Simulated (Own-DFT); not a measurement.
# Computed records: GaP (zincblende, strained, atoms displaced)

A calculation, not a measurement: plane-wave PBE density functional theory by an unreviewed code, no spin, of a simulated periodic cell, stress positive in tension, free energy of the whole cell less one offset for each atom, forces on such cells passed a denser k mesh, this cell's mesh not checked; offsets are fitted by least squares, one for each functional and potential file, so energies compare only between cells with the same atoms and settings and are not formation energies; the far tail of each file's local potential was reset to the Coulomb form; each entry is a single point on an unrelaxed cell, so the pressure reflects the starting lattice, mostly measured values (interpolated for alloys), from which strain is counted, and rises with the displacements; printed positions are rounded, which can move forces by about a meV/angstrom; the program, named Own-DFT, is a retired in-house code; no spin-orbit coupling. Program: Own-DFT development build.

Settings shared by all entries: functional PBE; potential files PseudoDojo norm-conserving, scalar-relativistic, standard set; wave cutoff 42 hartree; occupations Fermi-Dirac; smearing width 0.1 eV; hardware one NVIDIA H100; k mesh 3 x 3 x 3 centred on Gamma.

(1) 
```cif
# cell vector a (Å): 11.0890 -0.1982 0.2179
# cell vector b (Å): -0.1982 10.9499 -0.1736
# cell vector c (Å): 0.2179 -0.1736 10.9936
data_GaP
_symmetry_space_group_name_H-M 'P 1'
_symmetry_Int_Tables_number 1
_cell_length_a 11.0929
_cell_length_b 10.9531
_cell_length_c 10.9971
_cell_angle_alpha 91.833
_cell_angle_beta 87.723
_cell_angle_gamma 92.078
_cell_volume 1333.61
loop_
_atom_site_label
_atom_site_type_symbol
_atom_site_fract_x
_atom_site_fract_y
_atom_site_fract_z
_atom_site_occupancy
Ga1 Ga 0.99767 0.00722 0.00185 1
Ga2 Ga 0.00129 0.24026 0.25104 1
Ga3 Ga 0.25021 0.00117 0.24540 1
Ga4 Ga 0.25444 0.25985 0.00354 1
P1 P 0.12915 0.12688 0.12606 1
P2 P 0.13527 0.37846 0.37241 1
P3 P 0.37009 0.12434 0.36815 1
P4 P 0.37505 0.37720 0.12224 1
Ga5 Ga 0.99598 0.99806 0.49635 1
Ga6 Ga 0.00056 0.24831 0.74713 1
Ga7 Ga 0.25029 0.00122 0.75692 1
Ga8 Ga 0.26082 0.24951 0.50052 1
P5 P 0.12622 0.13141 0.62305 1
P6 P 0.12432 0.37224 0.86598 1
P7 P 0.37645 0.12507 0.87467 1
P8 P 0.37988 0.37734 0.62570 1
Ga9 Ga 0.00253 0.49859 0.99133 1
Ga10 Ga 0.99378 0.74584 0.24861 1
Ga11 Ga 0.25218 0.50622 0.24954 1
Ga12 Ga 0.25182 0.74445 0.99995 1
P9 P 0.12761 0.62467 0.11896 1
P10 P 0.12353 0.86658 0.37496 1
P11 P 0.38102 0.62887 0.37586 1
P12 P 0.37432 0.86786 0.12292 1
Ga13 Ga 0.00379 0.49548 0.51301 1
Ga14 Ga 0.99982 0.75350 0.74993 1
Ga15 Ga 0.24954 0.50318 0.74775 1
Ga16 Ga 0.24636 0.74153 0.50523 1
P13 P 0.12363 0.62172 0.61607 1
P14 P 0.12283 0.86879 0.87469 1
P15 P 0.37238 0.63379 0.86943 1
P16 P 0.37613 0.87264 0.62397 1
Ga17 Ga 0.49315 0.00350 0.00486 1
Ga18 Ga 0.50098 0.25077 0.24962 1
Ga19 Ga 0.75176 0.99349 0.24975 1
Ga20 Ga 0.74970 0.24297 0.00108 1
P17 P 0.61814 0.12634 0.12352 1
P18 P 0.62591 0.36880 0.38113 1
P19 P 0.86686 0.12406 0.37072 1
P20 P 0.86845 0.37444 0.12629 1
Ga21 Ga 0.50713 0.99899 0.49457 1
Ga22 Ga 0.50625 0.25186 0.75101 1
Ga23 Ga 0.74091 0.99952 0.75817 1
Ga24 Ga 0.75401 0.25233 0.50417 1
P21 P 0.61779 0.13548 0.62979 1
P22 P 0.62145 0.37274 0.87102 1
P23 P 0.87861 0.13013 0.87545 1
P24 P 0.87768 0.38427 0.62515 1
Ga25 Ga 0.49557 0.48942 0.00409 1
Ga26 Ga 0.50183 0.75350 0.24810 1
Ga27 Ga 0.74781 0.50533 0.24664 1
Ga28 Ga 0.75260 0.75278 0.99564 1
P25 P 0.62701 0.62547 0.12073 1
P26 P 0.61691 0.87759 0.37069 1
P27 P 0.87724 0.62401 0.37257 1
P28 P 0.87284 0.87711 0.12010 1
Ga29 Ga 0.50187 0.49751 0.49590 1
Ga30 Ga 0.50726 0.74309 0.74795 1
Ga31 Ga 0.75338 0.49244 0.74418 1
Ga32 Ga 0.74108 0.75464 0.50033 1
P29 P 0.63104 0.62936 0.62370 1
P30 P 0.62816 0.87538 0.87485 1
P31 P 0.87823 0.62184 0.87936 1
P32 P 0.88300 0.87147 0.62328 1
_calc_free_energy_of_cell_above_offsets '-32.252'  # eV
_calc_pressure 1.34  # GPa
_calc_stress_xx -0.87  # GPa
_calc_stress_yy -1.67  # GPa
_calc_stress_zz -1.47  # GPa
_calc_stress_yz -2.37  # GPa
_calc_stress_xz 3.44  # GPa
_calc_stress_xy -3.24  # GPa
_calc_wall_time 577.9  # s
```

Force:
```tsv
element	x (eV/Å)	y (eV/Å)	z (eV/Å)
Ga	0.424	-0.25	-0.551
Ga	-0.108	1.426	0.029
Ga	-0.533	-0.763	0.111
Ga	-0.783	-0.788	-1.118
P	0.12	-0.309	-0.394
P	-0.918	-0.838	0.68
P	1.044	-0.314	0.527
P	-0.082	-0.362	1.715
Ga	0.541	0.493	-0.239
Ga	-0.263	0.428	-0.41
Ga	-0.298	-0.219	-0.826
Ga	-0.7	0.577	-0.22
P	0.117	-1.048	-0.17
P	0.569	0.138	0.848
P	0.032	0.352	0.518
P	0.04	-0.189	0.413
Ga	-0.281	-0.274	0.67
Ga	0.551	0.529	-0.589
Ga	0.028	0.415	-0.32
Ga	-0.461	0.841	-0.448
P	-0.487	-0.542	0.725
P	0.293	0.502	-0.184
P	-0.16	-0.486	0.034
P	0.082	0.469	0.381
Ga	0.195	0.309	-2.743
Ga	-0.151	-0.738	-0.379
Ga	-0.032	0.128	-0.4
Ga	0.797	1.249	-1.034
P	0.162	0.216	2.294
P	0.369	0.762	0.769
P	0.585	-1.502	0.42
P	0.195	0.102	0.249
Ga	0.116	-0.379	-0.737
Ga	-0.37	0.288	0.083
Ga	-0.81	0.568	-0.518
Ga	-0.282	0.923	-0.159
P	0.795	-0.627	0.432
P	0.406	0.44	-0.719
P	0.696	-0.293	0.892
P	0.959	-0.268	-0.203
Ga	-1.47	0.962	0.745
Ga	-1.857	0.544	0.159
Ga	1.305	0.802	-1.345
Ga	-0.355	0.073	-0.155
P	1.56	-1.828	-1.005
P	1.047	0.266	0.861
P	-0.374	-0.837	-0.096
P	0.023	-2.323	0.275
Ga	0.771	1.722	-1.318
Ga	-0.43	-0.489	-0.642
Ga	-0.166	-0.273	0.379
Ga	-0.312	-0.128	-0.182
P	-0.332	-0.112	0.178
P	1.517	-0.505	0.211
P	-0.695	-0.374	0.975
P	0.529	-0.372	0.486
Ga	0.005	0.644	0.218
Ga	-0.517	1.179	-0.111
Ga	-0.888	1.524	1.065
Ga	1.17	0.338	-0.854
P	-0.243	-1.557	0.107
P	-1.033	-0.641	0.973
P	-0.229	0.012	-0.848
P	-1.421	0.408	0.497
```

(2) 
```cif
# cell vector a (Å): 10.7248 0.0466 -0.1325
# cell vector b (Å): 0.0466 10.7339 -0.0520
# cell vector c (Å): -0.1325 -0.0520 10.8251
data_GaP
_symmetry_space_group_name_H-M 'P 1'
_symmetry_Int_Tables_number 1
_cell_length_a 10.7257
_cell_length_b 10.7341
_cell_length_c 10.8260
_cell_angle_alpha 90.556
_cell_angle_beta 91.410
_cell_angle_gamma 89.499
_cell_volume 1245.93
loop_
_atom_site_label
_atom_site_type_symbol
_atom_site_fract_x
_atom_site_fract_y
_atom_site_fract_z
_atom_site_occupancy
Ga1 Ga 0.00278 0.99325 0.99741 1
Ga2 Ga 0.00558 0.25661 0.25654 1
Ga3 Ga 0.25102 0.99989 0.23922 1
Ga4 Ga 0.25437 0.25471 0.99006 1
P1 P 0.12161 0.11590 0.11994 1
P2 P 0.12710 0.37797 0.38151 1
P3 P 0.36684 0.11383 0.37257 1
P4 P 0.37037 0.37366 0.13047 1
Ga5 Ga 0.98983 0.99964 0.49717 1
Ga6 Ga 0.99615 0.25326 0.74668 1
Ga7 Ga 0.24141 0.00086 0.75040 1
Ga8 Ga 0.24611 0.25015 0.50341 1
P5 P 0.12603 0.12771 0.61991 1
P6 P 0.12674 0.37143 0.88140 1
P7 P 0.37343 0.11804 0.86964 1
P8 P 0.37638 0.38000 0.61672 1
Ga9 Ga 0.01027 0.49093 0.99636 1
Ga10 Ga 0.99920 0.74823 0.24597 1
Ga11 Ga 0.25116 0.49782 0.24811 1
Ga12 Ga 0.25541 0.75035 0.00861 1
P9 P 0.12247 0.63441 0.12241 1
P10 P 0.12551 0.87575 0.37941 1
P11 P 0.37564 0.62506 0.37223 1
P12 P 0.37693 0.87151 0.12367 1
Ga13 Ga 0.00660 0.49823 0.50452 1
Ga14 Ga 0.99258 0.74635 0.74527 1
Ga15 Ga 0.25281 0.50518 0.74563 1
Ga16 Ga 0.25796 0.74879 0.49603 1
P13 P 0.12157 0.62325 0.62543 1
P14 P 0.12608 0.87097 0.87405 1
P15 P 0.37480 0.61985 0.87340 1
P16 P 0.37989 0.87796 0.62737 1
Ga17 Ga 0.49709 0.99342 0.99949 1
Ga18 Ga 0.50053 0.24775 0.25442 1
Ga19 Ga 0.74991 0.00263 0.25433 1
Ga20 Ga 0.75610 0.24359 0.00000 1
P17 P 0.62355 0.12711 0.13223 1
P18 P 0.62312 0.38199 0.38119 1
P19 P 0.87421 0.11953 0.36752 1
P20 P 0.87549 0.38395 0.12579 1
Ga21 Ga 0.49566 0.99947 0.51022 1
Ga22 Ga 0.49361 0.24457 0.74449 1
Ga23 Ga 0.74826 0.99811 0.75427 1
Ga24 Ga 0.75149 0.24296 0.50004 1
P21 P 0.62453 0.12260 0.62256 1
P22 P 0.63284 0.37344 0.87531 1
P23 P 0.87373 0.13216 0.87588 1
P24 P 0.87116 0.38001 0.62265 1
Ga25 Ga 0.49656 0.48923 0.99836 1
Ga26 Ga 0.49798 0.74797 0.24411 1
Ga27 Ga 0.74250 0.50774 0.25041 1
Ga28 Ga 0.75555 0.75043 0.99307 1
P25 P 0.62472 0.62492 0.12286 1
P26 P 0.63076 0.87255 0.37905 1
P27 P 0.87615 0.61870 0.37108 1
P28 P 0.86576 0.86872 0.12340 1
Ga29 Ga 0.49426 0.49700 0.50055 1
Ga30 Ga 0.50001 0.74657 0.75457 1
Ga31 Ga 0.74748 0.50766 0.74824 1
Ga32 Ga 0.74411 0.75724 0.50710 1
P29 P 0.62751 0.62412 0.63090 1
P30 P 0.62909 0.87710 0.87991 1
P31 P 0.88187 0.62943 0.88301 1
P32 P 0.86937 0.87054 0.63180 1
_calc_free_energy_of_cell_above_offsets '-31.454'  # eV
_calc_pressure 7.09  # GPa
_calc_stress_xx -7.44  # GPa
_calc_stress_yy -7.17  # GPa
_calc_stress_zz -6.66  # GPa
_calc_stress_yz -0.85  # GPa
_calc_stress_xz -2.3  # GPa
_calc_stress_xy 1.27  # GPa
_calc_wall_time 509.2  # s
```

Force:
```tsv
element	x (eV/Å)	y (eV/Å)	z (eV/Å)
Ga	-1.241	-0.23	-0.099
Ga	-0.534	-0.684	-1.015
Ga	-0.72	-0.854	0.69
Ga	0.3	-1.668	1.45
P	0.39	1.947	0.134
P	0.48	0.104	-0.629
P	0.922	1.343	0.67
P	0.678	-0.491	-0.7
Ga	0.694	-0.589	0.681
Ga	0.243	-0.106	0.104
Ga	0.104	-0.646	-0.383
Ga	0.777	-0.387	-0.756
P	-1.124	-0.271	0.549
P	0.224	0.464	-2.558
P	0.297	0.714	0.392
P	-0.703	-0.881	1.27
Ga	-1.045	1.263	1.176
Ga	-0.464	0.379	1.027
Ga	-0.978	0.728	0.238
Ga	-0.6	-0.717	-1.46
P	0.677	-1.443	0.014
P	-0.102	0.029	-0.801
P	0.323	-0.075	-0.196
P	0.295	0.889	0.258
Ga	-1.323	-0.035	-0.597
Ga	0.922	-0.207	0.889
Ga	-0.614	-1.001	0.253
Ga	-0.715	0.207	0.698
P	0.848	1.076	-0.117
P	0.033	-0.299	-0.316
P	0.199	0.745	0.769
P	-0.998	-0.77	0.685
Ga	0.468	0.725	0.422
Ga	-0.485	0.127	0.721
Ga	-0.751	-1.366	-0.882
Ga	-0.754	0.921	1.204
P	0.022	-0.273	-1.158
P	0.458	-0.922	-0.634
P	0.653	1.704	0.75
P	0.036	-0.715	0.178
Ga	0.442	-0.243	-1.642
Ga	0.74	0.598	0.428
Ga	0.036	0.505	0.048
Ga	-0.147	0.43	-0.315
P	0.339	0.378	0.461
P	-0.84	-0.324	-0.433
P	0.979	-1.432	-0.709
P	0.221	-0.188	0.073
Ga	0.477	0.246	0.291
Ga	0.881	-0.129	0.957
Ga	0.325	-0.966	0.159
Ga	-1.052	-0.664	0.792
P	-0.499	0.33	-1.102
P	-1.559	0.861	-0.753
P	0.218	1.129	1.119
P	1.061	1.387	0.513
Ga	0.925	1.143	-0.12
Ga	0.184	0.269	0.076
Ga	1.071	-0.87	1.335
Ga	0.698	-1.87	-0.471
P	-1.282	0.778	-1.287
P	-0.633	-0.249	-0.602
P	0.069	-1.247	-1.167
P	0.457	1.391	-0.573
```

(3) 
```cif
# cell vector a (Å): 10.8460 0.0669 -0.2104
# cell vector b (Å): 0.0669 10.8243 -0.0764
# cell vector c (Å): -0.2104 -0.0764 10.8154
data_GaP
_symmetry_space_group_name_H-M 'P 1'
_symmetry_Int_Tables_number 1
_cell_length_a 10.8482
_cell_length_b 10.8248
_cell_length_c 10.8177
_cell_angle_alpha 90.816
_cell_angle_beta 92.228
_cell_angle_gamma 89.285
_cell_volume 1269.14
loop_
_atom_site_label
_atom_site_type_symbol
_atom_site_fract_x
_atom_site_fract_y
_atom_site_fract_z
_atom_site_occupancy
Ga1 Ga 0.99629 0.00639 0.99891 1
Ga2 Ga 0.99305 0.26141 0.26140 1
Ga3 Ga 0.25765 0.00293 0.25504 1
Ga4 Ga 0.25011 0.24517 0.00099 1
P1 P 0.13238 0.12120 0.12711 1
P2 P 0.12850 0.37544 0.37705 1
P3 P 0.37636 0.12915 0.37304 1
P4 P 0.37910 0.37358 0.12756 1
Ga5 Ga 0.00142 0.00391 0.50134 1
Ga6 Ga 0.99947 0.25996 0.74758 1
Ga7 Ga 0.25819 0.00225 0.74852 1
Ga8 Ga 0.25110 0.25209 0.50348 1
P5 P 0.13073 0.12719 0.62874 1
P6 P 0.12316 0.37275 0.86973 1
P7 P 0.37162 0.12294 0.88695 1
P8 P 0.36813 0.37580 0.62012 1
Ga9 Ga 0.00158 0.49824 0.00148 1
Ga10 Ga 0.99968 0.75120 0.24836 1
Ga11 Ga 0.25842 0.49969 0.25336 1
Ga12 Ga 0.25042 0.74871 0.00130 1
P9 P 0.11965 0.62709 0.12246 1
P10 P 0.13472 0.88518 0.37575 1
P11 P 0.37633 0.63779 0.37643 1
P12 P 0.36893 0.88005 0.12641 1
Ga13 Ga 0.00501 0.50283 0.50291 1
Ga14 Ga 0.99836 0.74994 0.74646 1
Ga15 Ga 0.25106 0.49521 0.74623 1
Ga16 Ga 0.25237 0.75480 0.49904 1
P13 P 0.13164 0.62448 0.62008 1
P14 P 0.12452 0.87583 0.88357 1
P15 P 0.37787 0.62517 0.87357 1
P16 P 0.37602 0.87257 0.61759 1
Ga17 Ga 0.50233 0.99908 0.99465 1
Ga18 Ga 0.50186 0.24744 0.25793 1
Ga19 Ga 0.75053 0.00114 0.25518 1
Ga20 Ga 0.74889 0.24402 0.99337 1
P17 P 0.62177 0.12799 0.13235 1
P18 P 0.61922 0.37474 0.37081 1
P19 P 0.87477 0.12579 0.37363 1
P20 P 0.87253 0.37852 0.11940 1
Ga21 Ga 0.49698 0.99654 0.49863 1
Ga22 Ga 0.50632 0.25237 0.74802 1
Ga23 Ga 0.74931 0.00226 0.75445 1
Ga24 Ga 0.74850 0.25353 0.49549 1
P21 P 0.62631 0.12371 0.62601 1
P22 P 0.61937 0.38332 0.88024 1
P23 P 0.87247 0.12782 0.87166 1
P24 P 0.87514 0.37012 0.62184 1
Ga25 Ga 0.49222 0.49005 0.00092 1
Ga26 Ga 0.49876 0.75168 0.25186 1
Ga27 Ga 0.74476 0.49836 0.24394 1
Ga28 Ga 0.74431 0.74636 0.00196 1
P25 P 0.62808 0.62582 0.11922 1
P26 P 0.62191 0.87958 0.37035 1
P27 P 0.87458 0.61678 0.38013 1
P28 P 0.87682 0.87802 0.12540 1
Ga29 Ga 0.50188 0.50047 0.49411 1
Ga30 Ga 0.50142 0.74457 0.75412 1
Ga31 Ga 0.75485 0.50037 0.73801 1
Ga32 Ga 0.75409 0.73867 0.50206 1
P29 P 0.63327 0.62875 0.62799 1
P30 P 0.62760 0.88437 0.88244 1
P31 P 0.86876 0.63453 0.87253 1
P32 P 0.87639 0.87139 0.62341 1
_calc_free_energy_of_cell_above_offsets '-32.208'  # eV
_calc_pressure 5.25  # GPa
_calc_stress_xx -5.24  # GPa
_calc_stress_yy -5.2  # GPa
_calc_stress_zz -5.31  # GPa
_calc_stress_yz -1.46  # GPa
_calc_stress_xz -2.96  # GPa
_calc_stress_xy 1.04  # GPa
_calc_wall_time 520.4  # s
```

Force:
```tsv
element	x (eV/Å)	y (eV/Å)	z (eV/Å)
Ga	0.428	-0.473	0.467
Ga	0.398	-0.981	-1.361
Ga	-0.54	-0.232	-0.454
Ga	-0.638	0.489	0.551
P	-1.249	1.166	0.326
P	0.181	0.759	0.07
P	0.123	0.291	1.036
P	-0.62	-0.247	0.148
Ga	0.112	-0.415	0.236
Ga	-0.057	-1.838	0.036
Ga	-0.527	-0.857	0.592
Ga	-0.561	-1.103	-0.644
P	-0.574	0.379	-0.176
P	0.853	0.924	1.054
P	0.971	0.688	-1.854
P	1.943	0.455	0.445
Ga	-0.597	0.225	-0.792
Ga	0.123	0.057	0.819
Ga	-0.792	0.357	-0.287
Ga	-0.141	-0.212	0.147
P	1.188	-0.288	0.571
P	-1.184	-0.599	-0.145
P	0.236	-1.079	-0.187
P	1.211	-0.489	-0.413
Ga	-0.126	-0.941	-0.08
Ga	0.827	-0.184	0.7
Ga	-0.215	0.369	0.549
Ga	-0.894	-0.517	-0.125
P	-0.184	0.836	0.677
P	-0.037	0.318	-1.479
P	-0.576	-0.243	0.26
P	0.727	0.468	1.524
Ga	-0.565	0.181	1.828
Ga	-0.632	-0.352	-0.888
Ga	-0.211	-0.458	-0.749
Ga	-0.733	0.526	0.886
P	0.581	-0.241	-0.945
P	1.073	0.862	0.373
P	0.159	0.577	0.523
P	0.048	-0.464	0.197
Ga	0.313	0.333	0.006
Ga	-0.934	-0.19	0.469
Ga	0.139	-0.85	-0.65
Ga	-0.314	-0.883	0.121
P	-0.075	0.314	-0.597
P	1.34	-0.657	-1.286
P	0.887	0.466	-0.264
P	0.12	1.104	-0.585
Ga	0.23	1.182	0.39
Ga	0.121	0.045	-1.046
Ga	0.356	-0.138	0.403
Ga	0.68	0.814	0.03
P	-1.459	-0.117	0.59
P	0.932	-0.581	0.923
P	0.128	0.588	-1.24
P	-0.579	0.134	-0.143
Ga	-0.394	0.457	0.828
Ga	0.313	0.866	-0.172
Ga	-0.024	-0.426	1.637
Ga	-0.446	1.247	-0.609
P	-1.458	-0.269	-0.662
P	0.082	-1.173	-1.181
P	0.827	-1.09	-0.143
P	-0.316	1.112	-0.252
```
